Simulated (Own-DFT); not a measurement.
## Calculated data, GaP (zincblende, atoms displaced)

All values are calculated (Own-DFT development build). A calculation, not a measurement: plane-wave PBE density functional theory by an unreviewed code, no spin, of a simulated periodic cell, stress positive in tension, free energy of the whole cell less one offset for each atom, forces on such cells passed a denser k mesh, this cell's mesh not checked; offsets are fitted by least squares, one for each functional and potential file, so energies compare only between cells with the same atoms and settings and are not formation energies; the far tail of each file's local potential was reset to the Coulomb form; each entry is a single point on an unrelaxed cell, so the pressure reflects the starting lattice, mostly measured values (interpolated for alloys), from which strain is counted, and rises with the displacements; printed positions are rounded, which can move forces by about a meV/angstrom; the program, named Own-DFT, is a retired in-house code; no spin-orbit coupling.

Common to all runs: functional PBE; potential files PseudoDojo norm-conserving, scalar-relativistic, standard set; wave cutoff 42 hartree; occupations Fermi-Dirac; smearing width 0.1 eV; k mesh 2 x 3 x 3 centred on Gamma.

```yaml
- entry: 1
  formula: GaP
  kind: "zincblende, atoms displaced"
  structure:
    cell_angstrom: [[16.3515, 0.0, 0.0], [0.0, 10.901, 0.0], [0.0, 0.0, 10.901]]
    atoms_fractional:
      - [Ga, 0.00994, 0.99821, 0.01627]
      - [Ga, 0.99136, 0.25209, 0.24713]
      - [Ga, 0.16754, 0.00355, 0.24294]
      - [Ga, 0.15998, 0.2583, 0.00519]
      - [P, 0.08815, 0.1161, 0.1235]
      - [P, 0.07834, 0.37645, 0.37509]
      - [P, 0.24672, 0.1245, 0.38656]
      - [P, 0.24858, 0.37425, 0.12158]
      - [Ga, 0.00183, 0.98989, 0.50513]
      - [Ga, 0.98883, 0.24639, 0.7561]
      - [Ga, 0.16323, 0.98645, 0.75544]
      - [Ga, 0.1668, 0.25582, 0.50498]
      - [P, 0.08891, 0.11138, 0.62483]
      - [P, 0.07832, 0.36067, 0.86007]
      - [P, 0.24734, 0.13779, 0.86959]
      - [P, 0.24562, 0.36995, 0.61533]
      - [Ga, 0.0127, 0.48644, 0.99171]
      - [Ga, 0.99893, 0.74079, 0.23894]
      - [Ga, 0.1816, 0.49177, 0.23404]
      - [Ga, 0.17285, 0.75074, 0.98569]
      - [P, 0.09015, 0.62332, 0.12517]
      - [P, 0.08362, 0.86775, 0.36706]
      - [P, 0.24342, 0.63555, 0.37953]
      - [P, 0.24719, 0.88017, 0.12778]
      - [Ga, 0.9961, 0.51515, 0.49008]
      - [Ga, 0.00646, 0.73962, 0.75051]
      - [Ga, 0.1618, 0.4901, 0.76016]
      - [Ga, 0.1621, 0.74901, 0.50472]
      - [P, 0.08165, 0.62203, 0.61427]
      - [P, 0.09041, 0.87622, 0.88041]
      - [P, 0.24504, 0.63267, 0.88845]
      - [P, 0.25689, 0.87049, 0.62267]
      - [Ga, 0.33037, 0.99922, 0.99465]
      - [Ga, 0.33406, 0.24259, 0.24995]
      - [Ga, 0.49028, 0.99623, 0.25772]
      - [Ga, 0.50325, 0.21861, 0.01735]
      - [P, 0.40697, 0.1234, 0.12507]
      - [P, 0.4187, 0.36905, 0.37571]
      - [P, 0.5834, 0.1181, 0.38471]
      - [P, 0.58796, 0.37273, 0.12525]
      - [Ga, 0.33505, 0.01197, 0.50766]
      - [Ga, 0.33265, 0.2346, 0.74225]
      - [Ga, 0.50206, 0.01174, 0.75374]
      - [Ga, 0.49803, 0.23746, 0.5038]
      - [P, 0.42614, 0.13979, 0.6371]
      - [P, 0.41668, 0.38404, 0.86326]
      - [P, 0.58382, 0.12642, 0.87435]
      - [P, 0.58219, 0.36481, 0.62485]
      - [Ga, 0.32916, 0.50586, 0.02081]
      - [Ga, 0.34009, 0.75697, 0.2577]
      - [Ga, 0.50164, 0.49803, 0.2471]
      - [Ga, 0.49774, 0.74797, 0.00437]
      - [P, 0.41753, 0.64355, 0.12339]
      - [P, 0.41749, 0.87605, 0.37584]
      - [P, 0.58342, 0.61923, 0.36397]
      - [P, 0.57839, 0.88718, 0.11846]
      - [Ga, 0.33793, 0.50812, 0.50496]
      - [Ga, 0.33349, 0.76981, 0.75214]
      - [Ga, 0.49323, 0.51115, 0.74453]
      - [Ga, 0.50237, 0.74121, 0.50194]
      - [P, 0.42227, 0.61608, 0.62428]
      - [P, 0.42496, 0.86837, 0.88611]
      - [P, 0.57456, 0.62005, 0.87938]
      - [P, 0.58444, 0.87984, 0.6356]
      - [Ga, 0.66965, 0.00194, 0.99573]
      - [Ga, 0.67336, 0.24836, 0.25444]
      - [Ga, 0.83181, 0.00036, 0.25005]
      - [Ga, 0.83232, 0.23512, 0.99707]
      - [P, 0.747, 0.13925, 0.1312]
      - [P, 0.75562, 0.37183, 0.36953]
      - [P, 0.91231, 0.1207, 0.39051]
      - [P, 0.9147, 0.37542, 0.12642]
      - [Ga, 0.66729, 0.00985, 0.50195]
      - [Ga, 0.67451, 0.25577, 0.75737]
      - [Ga, 0.83738, 0.99142, 0.76662]
      - [Ga, 0.8345, 0.24797, 0.49651]
      - [P, 0.75032, 0.12243, 0.6281]
      - [P, 0.7497, 0.3745, 0.87472]
      - [P, 0.92319, 0.13097, 0.89393]
      - [P, 0.92358, 0.37639, 0.6411]
      - [Ga, 0.67364, 0.49766, 0.9975]
      - [Ga, 0.66336, 0.74856, 0.2567]
      - [Ga, 0.82353, 0.50481, 0.25566]
      - [Ga, 0.83498, 0.75404, 0.00156]
      - [P, 0.75326, 0.62948, 0.12972]
      - [P, 0.74185, 0.87863, 0.36859]
      - [P, 0.92267, 0.62624, 0.38341]
      - [P, 0.91968, 0.87034, 0.13245]
      - [Ga, 0.66701, 0.49274, 0.50931]
      - [Ga, 0.66036, 0.75585, 0.75264]
      - [Ga, 0.83488, 0.50801, 0.73118]
      - [Ga, 0.8309, 0.73732, 0.50067]
      - [P, 0.74007, 0.62285, 0.61985]
      - [P, 0.74238, 0.88097, 0.87164]
      - [P, 0.92541, 0.62048, 0.88624]
      - [P, 0.90499, 0.88228, 0.63685]
  results:
    "free_energy_of_cell_above_offsets [eV]": "-41.212"
    "pressure [GPa]": 4.49
    "stress_xx [GPa]": -4.54
    "stress_yy [GPa]": -4.41
    "stress_zz [GPa]": -4.52
    "stress_yz [GPa]": -0.01
    "stress_xz [GPa]": 0.44
    "stress_xy [GPa]": 0.57
    force_element: [Ga, Ga, Ga, Ga, P, P, P, P, Ga, Ga, Ga, Ga, P, P, P, P, Ga, Ga, Ga, Ga, P, P, P, P, Ga, Ga, Ga, Ga, P, P, P, P, Ga, Ga, Ga, Ga, P, P, P, P, Ga, Ga, Ga, Ga, P, P, P, P, Ga, Ga, Ga, Ga, P, P, P, P, Ga, Ga, Ga, Ga, P, P, P, P, Ga, Ga, Ga, Ga, P, P, P, P, Ga, Ga, Ga, Ga, P, P, P, P, Ga, Ga, Ga, Ga, P, P, P, P, Ga, Ga, Ga, Ga, P, P, P, P]
    "force_x [eV/angstrom]": [-1.384, 0.682, 0.402, 0.324, -0.317, 0.725, 0.169, 1.655, -0.359, 1.469, 1.781, -1.848, -1.088, 0.916, -0.472, 1.779, -1.023, 0.913, -2.883, -2.117, 0.065, -0.338, 1.858, 1.068, 1.94, -0.9, 1.143, 0.367, 0.568, -2.169, 2.782, -1.569, -0.438, -0.868, 1.493, 0.331, 0.574, -0.344, -0.637, -0.359, 0.723, -0.655, -0.062, 1.336, -1.386, -0.997, 1.01, -0.004, 1.357, -1.922, -0.61, 2.041, -0.875, -0.224, 0.165, 0.412, -1.396, 1.075, 2.236, 0.452, -1.953, -1.53, 1.632, -0.77, -0.834, -2.268, -0.05, -0.537, 1.036, -0.935, 1.297, -0.455, 0.25, -1.448, -0.713, -0.228, 0.829, 1.961, -0.086, -1.195, -1.007, -0.292, 2.282, 0.042, -0.946, 1.168, -3.06, -0.667, -0.986, -0.102, -0.167, -0.39, 0.93, 1.443, -1.098, 2.28]
    "force_y [eV/angstrom]": [-1.229, -0.767, -0.564, -0.694, 2.736, -0.073, 0.204, -2.466, -0.041, -1.738, 1.452, -0.891, 1.001, 0.068, -1.635, 1.533, 0.686, -0.327, 2.362, 1.92, -0.445, 0.511, -1.296, -0.904, -3.441, 1.057, 1.072, 0.869, -0.354, -0.782, -2.996, 1.124, -0.079, 0.865, 1.028, 2.646, -1.184, 0.445, 0.797, -0.498, -0.457, 2.948, -1.599, 1.815, -2.546, -1.246, 0.252, 0.796, 0.412, -0.266, -0.361, 0.37, -2.442, -0.089, -0.14, -0.852, -0.974, -2.152, -2.479, 0.765, 3.078, 2.056, 0.326, 0.249, 0.849, 0.875, 0.262, 2.41, -2.773, 0.123, -0.753, 0.538, -1.484, -0.812, 2.201, 0.783, 0.533, 0.65, -2.528, 0.751, 0.479, 0.722, 0.083, -0.117, 0.445, -0.282, 1.559, 1.108, -1.017, -1.283, -0.019, 1.702, 1.025, -1.331, 0.258, -2.397]
    "force_z [eV/angstrom]": [-1.448, 0.951, 1.848, -0.998, 1.13, -0.594, -1.256, -0.584, -0.163, -0.872, -0.978, -1.134, 0.332, 1.331, 0.862, 1.944, 1.531, 1.036, 3.268, 3.547, -0.933, 0.252, -0.911, -0.57, 2.005, 0.259, -1.301, -0.342, 1.688, 0.103, -3.146, -0.497, -0.278, 1.074, -1.163, -0.938, 0.405, -0.126, -1.719, 0.006, 0.051, 0.754, 0.45, -1.388, -0.622, 1.799, 0.277, 0.529, -2.221, -0.42, -0.569, -0.109, 1.658, 2.286, 1.826, 0.838, -1.174, 1.041, 1.343, -0.267, -0.773, -1.757, -0.098, -1.674, 1.091, 0.974, 0.331, 0.938, -1.365, 1.79, -1.72, -0.893, 0.722, -1.179, 0.434, 1.643, 0.712, 0.038, -0.695, -3.065, 0.441, -1.528, -0.41, -0.494, -0.734, 1.03, -2.707, -0.806, -1.672, 0.577, 2.011, -0.017, 1.022, 0.765, -1.023, -1.607]
- entry: 2
  formula: GaP
  kind: "zincblende, atoms displaced"
  structure:
    cell_angstrom: [[16.3515, 0.0, 0.0], [0.0, 10.901, 0.0], [0.0, 0.0, 10.901]]
    atoms_fractional:
      - [Ga, 0.99785, 0.00128, 0.00135]
      - [Ga, 0.00105, 0.24348, 0.23948]
      - [Ga, 0.16476, 0.0086, 0.27116]
      - [Ga, 0.1625, 0.24983, 0.0123]
      - [P, 0.07794, 0.12958, 0.12286]
      - [P, 0.07342, 0.37409, 0.3794]
      - [P, 0.2538, 0.13155, 0.39158]
      - [P, 0.25722, 0.3628, 0.11843]
      - [Ga, 0.00857, 0.99151, 0.50627]
      - [Ga, 0.00602, 0.25739, 0.74919]
      - [Ga, 0.16244, 0.00748, 0.75886]
      - [Ga, 0.16314, 0.23969, 0.49835]
      - [P, 0.08164, 0.12342, 0.6175]
      - [P, 0.09177, 0.3648, 0.86257]
      - [P, 0.2456, 0.14956, 0.88621]
      - [P, 0.24779, 0.35771, 0.6247]
      - [Ga, 0.99248, 0.49491, 0.99989]
      - [Ga, 0.0086, 0.7647, 0.23743]
      - [Ga, 0.15892, 0.51568, 0.25109]
      - [Ga, 0.1605, 0.76525, 0.99848]
      - [P, 0.07658, 0.62314, 0.13392]
      - [P, 0.09181, 0.90417, 0.3807]
      - [P, 0.25051, 0.63081, 0.3626]
      - [P, 0.24424, 0.87493, 0.11927]
      - [Ga, 0.00765, 0.50378, 0.50037]
      - [Ga, 0.99229, 0.73416, 0.7622]
      - [Ga, 0.1615, 0.50667, 0.74606]
      - [Ga, 0.17283, 0.74848, 0.50863]
      - [P, 0.0822, 0.63136, 0.62407]
      - [P, 0.08055, 0.87899, 0.8755]
      - [P, 0.25546, 0.62645, 0.86874]
      - [P, 0.25334, 0.86974, 0.62593]
      - [Ga, 0.33157, 0.00354, 0.99607]
      - [Ga, 0.32286, 0.25714, 0.25844]
      - [Ga, 0.50046, 0.01447, 0.24849]
      - [Ga, 0.50168, 0.23835, 0.00211]
      - [P, 0.40459, 0.13314, 0.13091]
      - [P, 0.41367, 0.36455, 0.3601]
      - [P, 0.57688, 0.13002, 0.36931]
      - [P, 0.59242, 0.36373, 0.11149]
      - [Ga, 0.3364, 0.99622, 0.50753]
      - [Ga, 0.33764, 0.2576, 0.73581]
      - [Ga, 0.4992, 0.99505, 0.73564]
      - [Ga, 0.49332, 0.2461, 0.49535]
      - [P, 0.41538, 0.10995, 0.60718]
      - [P, 0.41407, 0.36799, 0.85725]
      - [P, 0.58811, 0.12525, 0.88405]
      - [P, 0.58307, 0.37554, 0.62952]
      - [Ga, 0.33358, 0.50161, 0.00705]
      - [Ga, 0.32891, 0.74769, 0.24995]
      - [Ga, 0.50551, 0.50114, 0.25352]
      - [Ga, 0.50326, 0.76332, 0.0031]
      - [P, 0.4188, 0.60913, 0.13132]
      - [P, 0.40546, 0.85771, 0.39287]
      - [P, 0.58623, 0.62245, 0.36581]
      - [P, 0.58135, 0.88631, 0.11571]
      - [Ga, 0.34308, 0.50759, 0.48899]
      - [Ga, 0.32845, 0.75422, 0.74755]
      - [Ga, 0.4971, 0.47977, 0.75367]
      - [Ga, 0.48961, 0.75302, 0.48502]
      - [P, 0.42206, 0.6394, 0.62703]
      - [P, 0.41984, 0.87272, 0.86777]
      - [P, 0.58431, 0.63215, 0.88141]
      - [P, 0.57252, 0.86841, 0.61201]
      - [Ga, 0.66982, 0.00472, 0.99586]
      - [Ga, 0.67749, 0.27104, 0.25684]
      - [Ga, 0.84469, 0.00536, 0.25563]
      - [Ga, 0.84238, 0.24773, 0.00951]
      - [P, 0.75344, 0.12357, 0.1187]
      - [P, 0.74319, 0.36398, 0.38176]
      - [P, 0.92415, 0.13288, 0.3571]
      - [P, 0.9064, 0.38049, 0.12551]
      - [Ga, 0.66338, 0.00103, 0.49882]
      - [Ga, 0.67746, 0.25927, 0.74609]
      - [Ga, 0.83373, 0.98773, 0.76425]
      - [Ga, 0.83341, 0.25026, 0.48821]
      - [P, 0.74529, 0.12542, 0.62481]
      - [P, 0.74632, 0.36798, 0.89547]
      - [P, 0.91135, 0.12071, 0.87628]
      - [P, 0.91831, 0.3659, 0.61857]
      - [Ga, 0.66653, 0.4966, 0.99492]
      - [Ga, 0.68997, 0.74628, 0.24227]
      - [Ga, 0.83044, 0.49497, 0.25236]
      - [Ga, 0.82773, 0.75821, 0.0091]
      - [P, 0.7489, 0.62688, 0.13141]
      - [P, 0.74641, 0.87862, 0.37542]
      - [P, 0.92966, 0.64731, 0.3826]
      - [P, 0.9077, 0.86745, 0.12772]
      - [Ga, 0.66533, 0.49239, 0.50341]
      - [Ga, 0.67413, 0.75004, 0.75418]
      - [Ga, 0.83804, 0.50251, 0.74166]
      - [Ga, 0.8402, 0.75072, 0.50585]
      - [P, 0.75468, 0.62431, 0.6199]
      - [P, 0.75784, 0.8775, 0.87628]
      - [P, 0.91579, 0.62324, 0.88066]
      - [P, 0.9197, 0.87484, 0.61847]
  results:
    "free_energy_of_cell_above_offsets [eV]": "-38.010"
    "pressure [GPa]": 5.16
    "stress_xx [GPa]": -5.23
    "stress_yy [GPa]": -4.96
    "stress_zz [GPa]": -5.29
    "stress_yz [GPa]": -0.81
    "stress_xz [GPa]": -0.35
    "stress_xy [GPa]": -0.88
    force_element: [Ga, Ga, Ga, Ga, P, P, P, P, Ga, Ga, Ga, Ga, P, P, P, P, Ga, Ga, Ga, Ga, P, P, P, P, Ga, Ga, Ga, Ga, P, P, P, P, Ga, Ga, Ga, Ga, P, P, P, P, Ga, Ga, Ga, Ga, P, P, P, P, Ga, Ga, Ga, Ga, P, P, P, P, Ga, Ga, Ga, Ga, P, P, P, P, Ga, Ga, Ga, Ga, P, P, P, P, Ga, Ga, Ga, Ga, P, P, P, P, Ga, Ga, Ga, Ga, P, P, P, P, Ga, Ga, Ga, Ga, P, P, P, P]
    "force_x [eV/angstrom]": [-0.755, -0.319, 2.945, -0.085, 1.197, 1.951, 0.031, -2.18, -2.015, -1.374, 1.086, -0.341, -0.025, -0.766, 1.232, -0.711, 1.244, -0.646, 1.081, 0.453, 0.231, -1.649, -1.041, 0.758, -1.635, 1.379, 1.64, -0.323, 0.047, -1.02, -1.513, -1.321, -0.169, 0.218, -1.27, -0.933, 0.972, 1.426, 2.008, -1.234, -2.119, -0.529, 0.507, 0.569, 1.291, 0.083, -0.577, -0.068, 0.103, 0.894, 0.18, -0.911, 0.084, -1.228, 0.756, 1.246, -0.67, 1.584, 1.071, 3.379, -0.514, -0.955, -0.076, 2.212, 0.128, -3.275, -2.271, -1.601, 0.289, 2.994, -0.631, 2.128, -1.042, -1.393, 1.222, 0.62, 1.567, 2.22, 1.592, 0.061, -0.641, -4.432, 0.082, 0.126, 2.051, 1.753, -0.583, 2.171, -0.505, -1.088, -0.518, -1.169, -0.54, -2.495, -1.646, -0.06]
    "force_y [eV/angstrom]": [-0.437, 2.733, 2.307, 0.703, -1.418, -0.694, -1.108, 2.077, 1.314, -1.643, 0.35, 1.519, 0.093, 1.586, -2.281, 2.659, -0.368, 0.75, -2.25, -2.059, 0.31, -5.238, -1.158, 1.032, 0.299, 2.071, -0.454, 0.236, 0.018, -0.226, -0.34, 1.867, -0.024, -1.319, -1.326, 0.452, -0.655, 1.789, 0.738, 0.888, -1.361, -2.239, 0.592, 0.51, 2.565, -0.167, -0.03, -0.973, -0.429, 0.715, -1.782, -1.393, 2.167, 2.922, 1.025, -0.155, -0.415, -0.493, 3.111, -2.473, -2.112, 0.597, -0.775, -0.048, -0.417, -4.149, -0.585, -0.741, 0.163, 3.55, -0.948, -0.265, 0.028, -0.262, 1.834, -1.324, -0.792, 0.252, 0.968, 1.11, 1.457, 2.805, 1.332, -1.76, -3.311, 0.404, -1.606, 1.383, 1.192, -0.106, -1.094, 0.25, -0.086, -1.231, -0.377, 0.178]
    "force_z [eV/angstrom]": [0.015, 0.019, -3.515, -0.281, 0.131, -1.382, -1.258, 0.306, -0.06, -0.574, -0.417, 0.13, 1.681, 2.087, -1.784, -1.225, -0.091, 1.729, 0.633, -0.01, -2.691, 0.819, 1.95, 1.362, 0.379, -1.483, -0.099, -1.271, 0.477, -0.554, 1.163, 0.534, -0.323, -0.182, -0.677, -0.068, -0.167, 1.447, 0.644, 1.571, -1.329, 0.014, 1.276, 0.008, 2.851, 3.399, -2.712, -0.706, -1.382, -1.572, -0.877, -0.216, -0.471, -3.928, 0.953, 1.761, 0.708, 0.47, -0.753, 1.329, 0.342, 0.438, -0.706, 0.504, 0.383, -3.983, -0.654, -1.01, 1.724, 2.218, 3.114, 0.54, -0.061, 0.973, -2.958, 0.807, -0.264, -2.129, -0.343, 0.137, 0.53, 2.414, 1.426, -0.759, -3.152, 0.555, -0.998, 0.241, -0.094, -0.715, 0.85, -1.004, 0.2, 0.961, 0.727, 1.962]
```
